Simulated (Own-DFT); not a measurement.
Simulation results for SiC (2H silicon carbide, strained, atoms displaced)

All values are calculated (Own-DFT development build). A calculation, not a measurement: plane-wave PBE density functional theory by an unreviewed code, no spin, of a simulated periodic cell, stress positive in tension, free energy of the whole cell less one offset for each atom, forces on such cells passed a denser k mesh, this cell's mesh not checked; offsets are fitted by least squares, one for each functional and potential file, so energies compare only between cells with the same atoms and settings and are not formation energies; the far tail of each file's local potential was reset to the Coulomb form; each entry is a single point on an unrelaxed cell, so the pressure reflects the starting lattice, mostly measured values (interpolated for alloys), from which strain is counted, and rises with the displacements; printed positions are rounded, which can move forces by about a meV/angstrom; the program, named Own-DFT, is a retired in-house code; no spin-orbit coupling.

Common to all runs: functional PBE; potential files PseudoDojo norm-conserving, scalar-relativistic, standard set; wave cutoff 42 hartree; occupations Fermi-Dirac; smearing width 0.1 eV; hardware one NVIDIA H100; k mesh 4 x 4 x 3 centred on Gamma.

(1) SiC (2H silicon carbide, strained, atoms displaced)

```cif
# cell vector a (Å): 9.2658 0.0779 -0.1006
# cell vector b (Å): -4.5655 8.0576 0.0913
# cell vector c (Å): -0.1095 0.0516 10.0923
data_SiC
_symmetry_space_group_name_H-M 'P 1'
_symmetry_Int_Tables_number 1
_cell_length_a 9.2667
_cell_length_b 9.2616
_cell_length_c 10.0930
_cell_angle_alpha 88.874
_cell_angle_beta 91.241
_cell_angle_gamma 119.058
_cell_volume 756.97
loop_
_atom_site_label
_atom_site_type_symbol
_atom_site_fract_x
_atom_site_fract_y
_atom_site_fract_z
_atom_site_occupancy
Si1 Si 0.00326 0.99844 0.00182 1
Si2 Si 0.11209 0.21286 0.25107 1
C1 C 0.99611 0.00482 0.18725 1
C2 C 0.11519 0.22244 0.43935 1
Si3 Si 0.00609 0.01049 0.50054 1
Si4 Si 0.11239 0.22253 0.74525 1
C3 C 0.00715 0.00762 0.68421 1
C4 C 0.11529 0.22884 0.94050 1
Si5 Si 0.98973 0.32988 0.00817 1
Si6 Si 0.11226 0.55252 0.25322 1
C5 C 0.00520 0.33935 0.17806 1
C6 C 0.10477 0.55314 0.43732 1
Si7 Si 0.00448 0.34196 0.50392 1
Si8 Si 0.12219 0.55416 0.75225 1
C7 C 0.99477 0.33492 0.68646 1
C8 C 0.11466 0.56157 0.93310 1
Si9 Si 0.01075 0.66939 0.99077 1
Si10 Si 0.10688 0.88516 0.24700 1
C9 C 0.99069 0.66748 0.18303 1
C10 C 0.11605 0.88648 0.43557 1
Si11 Si 0.00071 0.66253 0.49466 1
Si12 Si 0.10955 0.88818 0.75165 1
C11 C 0.99648 0.66532 0.68568 1
C12 C 0.11487 0.87829 0.93740 1
Si13 Si 0.34094 0.00546 0.00060 1
Si14 Si 0.45143 0.22542 0.24862 1
C13 C 0.34141 0.00710 0.19150 1
C14 C 0.45432 0.23083 0.43724 1
Si15 Si 0.33312 0.98724 0.50391 1
Si16 Si 0.44135 0.22118 0.75057 1
C15 C 0.33218 0.00139 0.69107 1
C16 C 0.44590 0.23032 0.94000 1
Si17 Si 0.33207 0.33106 0.98538 1
Si18 Si 0.44553 0.55614 0.25022 1
C17 C 0.34537 0.33681 0.18186 1
C18 C 0.44927 0.55845 0.44262 1
Si19 Si 0.33441 0.33576 0.49419 1
Si20 Si 0.44921 0.55605 0.75215 1
C19 C 0.33601 0.33347 0.68107 1
C20 C 0.44579 0.56084 0.94032 1
Si21 Si 0.33231 0.66594 0.99831 1
Si22 Si 0.44249 0.87958 0.24439 1
C21 C 0.33375 0.66822 0.18176 1
C22 C 0.44942 0.89023 0.43405 1
Si23 Si 0.33542 0.66079 0.50320 1
Si24 Si 0.43887 0.88786 0.75908 1
C23 C 0.32722 0.67155 0.68796 1
C24 C 0.44491 0.89868 0.92936 1
Si25 Si 0.66496 0.99920 0.00161 1
Si26 Si 0.77274 0.23076 0.24707 1
C25 C 0.66664 0.00594 0.18225 1
C26 C 0.77670 0.23274 0.43530 1
Si27 Si 0.67127 0.99458 0.49646 1
Si28 Si 0.77763 0.22630 0.75716 1
C27 C 0.66354 0.99826 0.68673 1
C28 C 0.77757 0.22347 0.94444 1
Si29 Si 0.67170 0.34025 0.99167 1
Si30 Si 0.76636 0.55723 0.24781 1
C29 C 0.66944 0.33804 0.18863 1
C30 C 0.78199 0.55525 0.44740 1
Si31 Si 0.66754 0.33362 0.49874 1
Si32 Si 0.78788 0.55970 0.74601 1
C31 C 0.67422 0.32886 0.68714 1
C32 C 0.77913 0.55221 0.93635 1
Si33 Si 0.66705 0.66451 0.00712 1
Si34 Si 0.78697 0.88850 0.24986 1
C33 C 0.67838 0.66701 0.18592 1
C34 C 0.77668 0.89242 0.43701 1
Si35 Si 0.67038 0.66727 0.50809 1
Si36 Si 0.77120 0.88883 0.74521 1
C35 C 0.66970 0.66641 0.68806 1
C36 C 0.78466 0.88784 0.93899 1
```

It finds free energy of cell above offsets -6.672 eV; pressure 1.95 GPa; stress xx -2.19 GPa; stress yy 1.84 GPa; stress zz -5.5 GPa; stress yz 1.18 GPa; stress xz -3.22 GPa; stress xy 4.01 GPa; wall time 346 s.

Force:
| element | x (eV/Å) | y (eV/Å) | z (eV/Å) |
| --- | --- | --- | --- |
| Si | 0.168 | 0.338 | -1.007 |
| Si | -0.224 | 2.803 | -0.794 |
| C | 1.695 | -0.951 | -0.02 |
| C | -0.966 | 1.07 | -0.723 |
| Si | 0.685 | -2.172 | -0.343 |
| Si | -0.333 | 0.591 | 0.765 |
| C | -1.028 | -1.101 | 0.89 |
| C | -1.025 | -1.497 | -1.154 |
| Si | 2.009 | 1.188 | -3.518 |
| Si | -1.166 | 0.556 | -1.638 |
| C | -0.129 | -0.781 | 4.653 |
| C | 2.392 | 0.411 | -0.095 |
| Si | -0.913 | -1.867 | -1.145 |
| Si | -2.96 | -0.267 | -0.795 |
| C | 1.31 | 0.063 | 1.021 |
| C | 1.007 | -1.7 | 0.915 |
| Si | -2.091 | -1.586 | 1.986 |
| Si | 1.016 | 0.568 | 0.131 |
| C | 1.518 | -0.33 | 0.396 |
| C | -1.07 | 0.22 | 0.235 |
| Si | -0.803 | 1.384 | 1.342 |
| Si | 0.351 | -0.266 | -0.948 |
| C | 1.9 | 0.846 | -0.1 |
| C | -0.881 | 3.308 | 0.091 |
| Si | -1.068 | 0.01 | 0.443 |
| Si | 0.019 | -0.055 | 0.527 |
| C | -0.801 | -1.374 | -1.098 |
| C | -1.202 | -1.566 | 0.056 |
| Si | -0.387 | 2.173 | -0.855 |
| Si | 1.383 | 0.319 | -0.653 |
| C | -0.114 | -0.441 | -0.187 |
| C | 1.251 | -1.296 | -1.405 |
| Si | -0.461 | 1.661 | 3 |
| Si | 0.52 | -0.224 | -0.359 |
| C | -1.737 | -0.279 | 0.408 |
| C | -0.032 | -0.225 | -1.057 |
| Si | 1.426 | -0.457 | 0.416 |
| Si | -0.554 | 0.244 | -0.633 |
| C | -0.76 | 0.7 | 1.155 |
| C | 0.648 | -0.426 | -0.617 |
| Si | -0.287 | 0.638 | -0.556 |
| Si | -0.036 | 2.22 | 0.887 |
| C | 0.052 | -0.801 | 1.051 |
| C | 0.332 | -1.498 | 0.419 |
| Si | -1.186 | 1.592 | -0.693 |
| Si | 0.727 | 0.574 | -4.114 |
| C | 2.42 | -0.318 | 0.175 |
| C | 1.29 | -1.158 | 3.982 |
| Si | 0.734 | -0.014 | -1.018 |
| Si | 2.444 | -1.013 | 0.579 |
| C | 0.521 | -1.039 | 1.557 |
| C | 2.283 | -1.71 | -0.079 |
| Si | -2.535 | 2.28 | 0.497 |
| Si | 1.378 | -1.446 | -0.881 |
| C | -0.641 | 0.446 | 0.333 |
| C | -0.193 | -0.616 | -1.098 |
| Si | -0.587 | -0.752 | 1.93 |
| Si | 4.841 | -1.881 | 2.011 |
| C | -1.331 | 0.74 | -1.539 |
| C | -1.442 | 0.411 | -1.976 |
| Si | -0.028 | 0.224 | 0.928 |
| Si | -0.984 | -1.538 | 0.686 |
| C | -2.753 | 1.21 | 0.27 |
| C | 0.048 | 1.643 | -0.58 |
| Si | 0.729 | 0.367 | -2.506 |
| Si | -2.369 | 0.346 | -0.148 |
| C | -4.657 | 1.948 | 0.62 |
| C | 2.407 | -0.961 | -0.195 |
| Si | 0.31 | 0.156 | -1.625 |
| Si | 1.817 | 0.171 | 1.134 |
| C | -0.626 | 0.268 | 0.904 |
| C | -1.268 | -0.078 | -0.24 |

(2) SiC (2H silicon carbide, strained, atoms displaced)

```cif
# cell vector a (Å): 9.4164 -0.1184 0.0538
# cell vector b (Å): -4.8107 8.1526 0.0027
# cell vector c (Å): 0.0585 0.0372 10.0381
data_SiC
_symmetry_space_group_name_H-M 'P 1'
_symmetry_Int_Tables_number 1
_cell_length_a 9.4173
_cell_length_b 9.4661
_cell_length_c 10.0383
_cell_angle_alpha 89.970
_cell_angle_beta 89.341
_cell_angle_gamma 121.264
_cell_volume 764.85
loop_
_atom_site_label
_atom_site_type_symbol
_atom_site_fract_x
_atom_site_fract_y
_atom_site_fract_z
_atom_site_occupancy
Si1 Si 0.99958 0.99770 0.00029 1
Si2 Si 0.11078 0.21594 0.25036 1
C1 C 0.99574 0.00148 0.19499 1
C2 C 0.10591 0.22705 0.42934 1
Si3 Si 0.00002 0.99307 0.50081 1
Si4 Si 0.11074 0.22679 0.74785 1
C3 C 0.99033 0.99557 0.68496 1
C4 C 0.10366 0.21397 0.95130 1
Si5 Si 0.00000 0.34088 0.00479 1
Si6 Si 0.10845 0.55261 0.25084 1
C5 C 0.99001 0.32915 0.19115 1
C6 C 0.10659 0.55781 0.43615 1
Si7 Si 0.00444 0.33465 0.50174 1
Si8 Si 0.11238 0.55967 0.75442 1
C7 C 0.99509 0.32818 0.69328 1
C8 C 0.10372 0.54531 0.93733 1
Si9 Si 0.00163 0.67471 0.99516 1
Si10 Si 0.11573 0.88949 0.24251 1
C9 C 0.00309 0.67376 0.18240 1
C10 C 0.11604 0.88837 0.43917 1
Si11 Si 0.99205 0.66697 0.50323 1
Si12 Si 0.11310 0.88318 0.75231 1
C11 C 0.01514 0.66903 0.69147 1
C12 C 0.11533 0.89931 0.93213 1
Si13 Si 0.32856 0.99620 0.99650 1
Si14 Si 0.44723 0.22105 0.25410 1
C13 C 0.33132 0.99036 0.19335 1
C14 C 0.45032 0.22603 0.43977 1
Si15 Si 0.33658 0.00280 0.49043 1
Si16 Si 0.44121 0.21967 0.74593 1
C15 C 0.33903 0.01373 0.68512 1
C16 C 0.44300 0.22036 0.93827 1
Si17 Si 0.33334 0.32960 0.00197 1
Si18 Si 0.43267 0.54587 0.24406 1
C17 C 0.33229 0.33525 0.18303 1
C18 C 0.44039 0.55517 0.43764 1
Si19 Si 0.33999 0.33511 0.48971 1
Si20 Si 0.44448 0.56191 0.75162 1
C19 C 0.32780 0.33184 0.68946 1
C20 C 0.46483 0.56919 0.93426 1
Si21 Si 0.32671 0.66385 0.00823 1
Si22 Si 0.44703 0.89528 0.25394 1
C21 C 0.32308 0.65782 0.18822 1
C22 C 0.44074 0.87476 0.43024 1
Si23 Si 0.32361 0.65522 0.50734 1
Si24 Si 0.43994 0.89081 0.74974 1
C23 C 0.33079 0.66313 0.68730 1
C24 C 0.44256 0.88692 0.93716 1
Si25 Si 0.66111 0.00242 0.99518 1
Si26 Si 0.78700 0.23265 0.24748 1
C25 C 0.67069 0.00058 0.19326 1
C26 C 0.77718 0.21656 0.44147 1
Si27 Si 0.67475 0.00649 0.50463 1
Si28 Si 0.78426 0.22032 0.75392 1
C27 C 0.66914 0.00176 0.68835 1
C28 C 0.78665 0.22377 0.94454 1
Si29 Si 0.66083 0.32594 0.00052 1
Si30 Si 0.78888 0.56474 0.24475 1
C29 C 0.66564 0.34571 0.19605 1
C30 C 0.78159 0.55897 0.44586 1
Si31 Si 0.67388 0.33800 0.50757 1
Si32 Si 0.77295 0.55455 0.74800 1
C31 C 0.67075 0.33737 0.68810 1
C32 C 0.76938 0.54851 0.93789 1
Si33 Si 0.66657 0.66829 0.00684 1
Si34 Si 0.77409 0.88029 0.24216 1
C33 C 0.65816 0.65802 0.19580 1
C34 C 0.77018 0.88923 0.44306 1
Si35 Si 0.65872 0.65834 0.50671 1
Si36 Si 0.78314 0.88752 0.74818 1
C35 C 0.67394 0.67792 0.69412 1
C36 C 0.77670 0.88645 0.93991 1
```

Results for SiC (2H silicon carbide, strained, atoms displaced): free energy of cell above offsets -5.993 eV; pressure -0.29 GPa; stress xx 5.59 GPa; stress yy 1.76 GPa; stress zz -6.49 GPa; stress yz 1.05 GPa; stress xz 2.11 GPa; stress xy -6.45 GPa; wall time 370.1 s.

Force:
| element | x (eV/Å) | y (eV/Å) | z (eV/Å) |
| --- | --- | --- | --- |
| Si | -1.122 | 0.074 | 0.597 |
| Si | -1.385 | 1.216 | -0.975 |
| C | 1.964 | -1.431 | -1.697 |
| C | 2.089 | -0.863 | 2.249 |
| Si | -1.267 | 0.73 | -1.206 |
| Si | -0.049 | -1.591 | 1.298 |
| C | 2.872 | 1.177 | 0.724 |
| C | 0.252 | 2.316 | -2.075 |
| Si | 1.213 | -2.479 | 0.462 |
| Si | -0.752 | -0.048 | 0.001 |
| C | 3.06 | 2.027 | -0.815 |
| C | -0.13 | -0.558 | 1.132 |
| Si | -1.254 | -0.198 | -0.368 |
| Si | 0.748 | -1.797 | -0.698 |
| C | 1.326 | 1.764 | -0.913 |
| C | 0.095 | 3.025 | 0.555 |
| Si | -0.3 | -1.637 | -0.32 |
| Si | -1.741 | -0.003 | 2.147 |
| C | 0.843 | -0.504 | 0.119 |
| C | -1.123 | 0.008 | -0.747 |
| Si | 2.608 | 0.699 | -0.033 |
| Si | -0.887 | 1.995 | -2.091 |
| C | -2.44 | -0.308 | -0.219 |
| C | -0.09 | -1.535 | 1.562 |
| Si | 1.147 | 0.8 | 0.73 |
| Si | -0.693 | 0.411 | -0.745 |
| C | 0.166 | 2.256 | -1.668 |
| C | 0.02 | -0.039 | -0.205 |
| Si | 0.859 | -1.018 | 1.307 |
| Si | -0.126 | 2.086 | 0.866 |
| C | 0.344 | -3.022 | -0.442 |
| C | -0.047 | -0.508 | -0.052 |
| Si | -0.308 | 0.804 | -1.666 |
| Si | 0.205 | 1.543 | 1.501 |
| C | 0.589 | -1.756 | 1.536 |
| C | 0.205 | -0.518 | -0.079 |
| Si | -1.81 | -0.576 | 1.582 |
| Si | 0.929 | -0.704 | -0.225 |
| C | 1.187 | 0.945 | -0.766 |
| C | -3.568 | -2.255 | 1.317 |
| Si | 1.213 | -0.093 | -2.2 |
| Si | 1.353 | -1.755 | -1.301 |
| C | 0.947 | 1.1 | 0.627 |
| C | -0.453 | 1.637 | 3.334 |
| Si | 0.11 | 1.288 | -2.549 |
| Si | 0.789 | 0.301 | -0.868 |
| C | -0.127 | 0.789 | 1.416 |
| C | -1.17 | -0.159 | 0.255 |
| Si | 1.904 | -0.663 | 1.644 |
| Si | -2.902 | -2.559 | 1.849 |
| C | -0.959 | 0.281 | -1.616 |
| C | -0.411 | 2.201 | -0.431 |
| Si | -0.953 | -1.955 | -1.203 |
| Si | -1.896 | -0.15 | 0.088 |
| C | -0.315 | -0.453 | 1.304 |
| C | -2.178 | -0.22 | -1.008 |
| Si | 0.55 | 1.117 | 0.425 |
| Si | -1.808 | -0.566 | 1.714 |
| C | 1.769 | -1.681 | -1.487 |
| C | -1.225 | -0.409 | -1.258 |
| Si | 0.447 | -0.882 | -1.843 |
| Si | 0.704 | 0.635 | 0.959 |
| C | -0.016 | -0.687 | 1.273 |
| C | 0.746 | 1.137 | 0.333 |
| Si | 1.244 | -0.034 | -0.699 |
| Si | -1.355 | 0.959 | 2.739 |
| C | 0.749 | 0.637 | -1.159 |
| C | 1.843 | -1.049 | -0.962 |
| Si | 0.091 | 2.081 | -1.099 |
| Si | -2.058 | 0.964 | 1.242 |
| C | -0.266 | -2.921 | -1.238 |
| C | 0.001 | 0.58 | 0.041 |

(3) SiC (2H silicon carbide, strained, atoms displaced)

```cif
# cell vector a (Å): 9.3968 -0.1811 -0.0445
# cell vector b (Å): -4.8552 7.9766 -0.0079
# cell vector c (Å): -0.0484 -0.0379 9.8787
data_SiC
_symmetry_space_group_name_H-M 'P 1'
_symmetry_Int_Tables_number 1
_cell_length_a 9.3987
_cell_length_b 9.3380
_cell_length_c 9.8789
_cell_angle_alpha 90.090
_cell_angle_beta 90.548
_cell_angle_gamma 122.431
_cell_volume 731.74
loop_
_atom_site_label
_atom_site_type_symbol
_atom_site_fract_x
_atom_site_fract_y
_atom_site_fract_z
_atom_site_occupancy
Si1 Si 0.00891 0.00864 0.00211 1
Si2 Si 0.11257 0.21616 0.25422 1
C1 C 0.00484 0.00611 0.18982 1
C2 C 0.12011 0.22712 0.43852 1
Si3 Si 0.99904 0.00235 0.50982 1
Si4 Si 0.10100 0.21900 0.74935 1
C3 C 0.99857 0.99712 0.67816 1
C4 C 0.11531 0.22936 0.94358 1
Si5 Si 0.00080 0.32848 0.00127 1
Si6 Si 0.11322 0.55448 0.25576 1
C5 C 0.00060 0.33838 0.18313 1
C6 C 0.11334 0.56004 0.43975 1
Si7 Si 0.99693 0.32606 0.49972 1
Si8 Si 0.10773 0.54961 0.75753 1
C7 C 0.99483 0.32977 0.69012 1
C8 C 0.12003 0.55561 0.94534 1
Si9 Si 0.01112 0.68465 0.00277 1
Si10 Si 0.12081 0.89149 0.26006 1
C9 C 0.00464 0.66967 0.19752 1
C10 C 0.11142 0.88846 0.44457 1
Si11 Si 0.01052 0.67488 0.50189 1
Si12 Si 0.11144 0.89267 0.74561 1
C11 C 0.00473 0.67545 0.67978 1
C12 C 0.10943 0.88979 0.93379 1
Si13 Si 0.33578 0.00129 0.00214 1
Si14 Si 0.44413 0.22364 0.24154 1
C13 C 0.33322 0.99389 0.18838 1
C14 C 0.45436 0.22660 0.43598 1
Si15 Si 0.34169 0.00502 0.50120 1
Si16 Si 0.45092 0.22117 0.73907 1
C15 C 0.33576 0.99725 0.68255 1
C16 C 0.44186 0.23100 0.93955 1
Si17 Si 0.33447 0.33154 0.00259 1
Si18 Si 0.44335 0.55443 0.24651 1
C17 C 0.34345 0.34105 0.18771 1
C18 C 0.44792 0.56023 0.43505 1
Si19 Si 0.33471 0.32778 0.49533 1
Si20 Si 0.43898 0.55190 0.75161 1
C19 C 0.32602 0.32720 0.68860 1
C20 C 0.43984 0.55094 0.94597 1
Si21 Si 0.33244 0.66742 0.99495 1
Si22 Si 0.44366 0.88997 0.25631 1
C21 C 0.33025 0.66080 0.18791 1
C22 C 0.44126 0.88882 0.44151 1
Si23 Si 0.32481 0.66180 0.50132 1
Si24 Si 0.45792 0.89608 0.75002 1
C23 C 0.34078 0.67197 0.69469 1
C24 C 0.44681 0.89040 0.93441 1
Si25 Si 0.66500 0.99128 0.00015 1
Si26 Si 0.77177 0.21874 0.24929 1
C25 C 0.66291 0.00497 0.18652 1
C26 C 0.76996 0.22520 0.44078 1
Si27 Si 0.66542 0.01182 0.50417 1
Si28 Si 0.76641 0.21430 0.74675 1
C27 C 0.67125 0.01184 0.68752 1
C28 C 0.76913 0.21852 0.94128 1
Si29 Si 0.66650 0.33388 0.99582 1
Si30 Si 0.77774 0.55173 0.24742 1
C29 C 0.66006 0.33330 0.19524 1
C30 C 0.77398 0.55956 0.44032 1
Si31 Si 0.68465 0.33881 0.50560 1
Si32 Si 0.78058 0.55273 0.74794 1
C31 C 0.66700 0.33760 0.68817 1
C32 C 0.77250 0.55207 0.93305 1
Si33 Si 0.66860 0.67099 0.00009 1
Si34 Si 0.77034 0.88077 0.24117 1
C33 C 0.66740 0.66353 0.19035 1
C34 C 0.77500 0.88559 0.42907 1
Si35 Si 0.66664 0.66331 0.49857 1
Si36 Si 0.77838 0.87886 0.74868 1
C35 C 0.66987 0.66842 0.68438 1
C36 C 0.77985 0.89280 0.94299 1
```

It finds free energy of cell above offsets -4.679 eV; pressure 9.8 GPa; stress xx 3.09 GPa; stress yy -13.97 GPa; stress zz -18.54 GPa; stress yz -2.19 GPa; stress xz -1.01 GPa; stress xy -8.44 GPa; wall time 336.1 s.

Force:
| element | x (eV/Å) | y (eV/Å) | z (eV/Å) |
| --- | --- | --- | --- |
| Si | -0.272 | -0.813 | 0.063 |
| Si | -0.695 | 2.463 | -1.087 |
| C | 0.541 | -2.33 | -0.251 |
| C | -2.022 | -1.181 | 0.524 |
| Si | 0.033 | -0.814 | -6.645 |
| Si | 1.336 | 0.415 | 0.423 |
| C | -0.347 | 0.105 | 6.011 |
| C | -0.467 | -1.09 | -1.479 |
| Si | -1.259 | 0.735 | -0.477 |
| Si | -0.397 | 0.353 | -1.648 |
| C | 0.224 | -1.668 | 2.676 |
| C | -1.112 | -1.668 | 0.635 |
| Si | 0.371 | 1.24 | -0.254 |
| Si | 0.213 | 1.915 | -0.96 |
| C | -0.184 | -0.231 | -0.186 |
| C | -3.372 | -0.367 | -1.217 |
| Si | -0.096 | -4.038 | 0.595 |
| Si | -1.888 | -0.02 | -0.875 |
| C | 0.006 | -0.277 | -1.31 |
| C | 0.137 | 2.176 | -0.107 |
| Si | -1.413 | -1.647 | -1.815 |
| Si | 0.788 | 0.216 | -0.224 |
| C | 0.522 | -1.998 | 3.305 |
| C | 0.058 | 2.17 | 0.087 |
| Si | 0.196 | 0.316 | -1.26 |
| Si | -0.349 | -0.327 | 1.953 |
| C | -0.054 | 0.744 | 0.215 |
| C | -0.473 | -0.241 | 0.265 |
| Si | -0.795 | -0.231 | -1.385 |
| Si | -2.822 | 0.081 | 1.989 |
| C | 0.399 | 0.201 | 2.011 |
| C | 1.463 | -1.817 | -1.019 |
| Si | -0.233 | 0.807 | -0.309 |
| Si | -0.091 | 1.369 | 0.789 |
| C | -0.984 | -2.662 | 0.378 |
| C | -1.072 | -0.993 | 0.726 |
| Si | 1.128 | 1.808 | 0.798 |
| Si | 0.843 | 0.183 | 0.067 |
| C | 0.667 | 0.027 | -0.403 |
| C | 0.242 | 1.579 | -1.468 |
| Si | 1.823 | 0.216 | 1.544 |
| Si | 0.397 | -0.915 | -1.237 |
| C | 0.404 | 1.255 | 0.139 |
| C | 0.156 | 0.19 | 0.371 |
| Si | 2.727 | 0.899 | 0.642 |
| Si | -2.171 | -0.883 | -0.429 |
| C | -0.717 | -1.258 | -0.844 |
| C | -0.562 | 0.152 | 0.9 |
| Si | -0.986 | 1.702 | 0.018 |
| Si | 0.229 | 1.896 | -0.32 |
| C | 0.996 | -2.129 | 0.368 |
| C | 2.833 | -0.053 | -1.032 |
| Si | 1.315 | -2.935 | -1.664 |
| Si | 0.715 | 3.834 | 2.443 |
| C | 1.528 | -3.72 | -0.304 |
| C | 1.072 | 0.153 | -0.922 |
| Si | -0.199 | -0.23 | 1.363 |
| Si | -0.43 | 1.406 | 1.395 |
| C | 2.225 | -0.508 | -2.367 |
| C | 2.278 | -0.319 | -0.234 |
| Si | -3.857 | 1.21 | -1.656 |
| Si | -0.53 | 2.139 | -0.281 |
| C | 1.648 | -1.111 | 0.051 |
| C | 0.945 | 1.81 | 1.279 |
| Si | 0.242 | -1.688 | 0.004 |
| Si | 0.418 | 2.34 | 1.396 |
| C | 0.244 | -0.598 | -1.288 |
| C | -0.348 | 1.512 | 2.019 |
| Si | -0.615 | 0.991 | -0.721 |
| Si | -0.929 | 2.147 | 0.367 |
| C | -0.342 | -1.968 | 1.072 |
| C | 0.723 | -0.026 | -1.202 |
